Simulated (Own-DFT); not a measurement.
# What random displacements cost in rutile TiO2, 72 atoms (O48Ti24)

All numbers below are calculated, not measured. The program, named Own-DFT, is a retired in-house plane-wave density functional code that no person has reviewed. Each row is one single-point run on a periodic cell that was not relaxed, without spin or spin-orbit coupling.

Settings of every run: PBE; PseudoDojo norm-conserving scalar-relativistic files; cutoff 72 hartree; 3 x 3 x 3 k mesh centred on Gamma; Fermi-Dirac smearing of 0.1 eV.

Known limits: oxygen file: force components 24 meV/angstrom off all-electron in a glass; forces on such cells passed a denser k mesh, each cell not checked; stress not checked against mesh or cutoff.

Cell vectors in Å: (9.187, 0.000, 0.000); (0.000, 9.187, 0.000); (0.000, 0.000, 8.876). In each run every atom was moved at random and independently from its ideal site; u is the rms move along one axis. E is the free energy for each atom above the fitted value at u = 0, and F the rms of the force components.

```
run,u (Å),E (meV/atom),F (eV/Å),largest force (eV/Å),P (GPa)
1,0.0197,7.8,0.329,1.37,4.84
2,0.0212,11.0,0.462,1.76,4.96
3,0.0212,?,?,?,?
4,0.0491,49.9,0.937,3.57,6.87
5,0.0492,54.5,1.010,3.55,6.38
6,0.0780,130.9,1.694,9.76,9.24
7,0.0815,153.6,1.988,7.98,11.04
8,0.1155,277.2,2.670,11.54,19.18
```

## Worked fit

For small independent moves the energy grows as E = (3/2) K u², with K the mean stiffness felt by one atom. The runs with u up to 0.11 Å give K = 14.7 ± 0.5 eV/Å², with residuals divided by u² + 0.0006 Å², since the noise grows with the moves. The scatter is 3.2 meV/atom at u = 0.05 Å. The forces follow F = G u with G = 20.8 eV/Å²; no force at u = 0 is resolved. G exceeds K because the moves of its neighbours add to the force on an atom, and stiffness differs between atoms. The pressure follows P = 4.48 + 893 u² GPa: at fixed volume, shortened bonds push harder than stretched ones pull.

## Withheld run

Question: what energy and rms force should run 3 give?

The fit gives 10 ± 1 meV/atom and about 0.44 eV/Å. The calculation gave 9.8 meV/atom and 0.405 eV/Å.
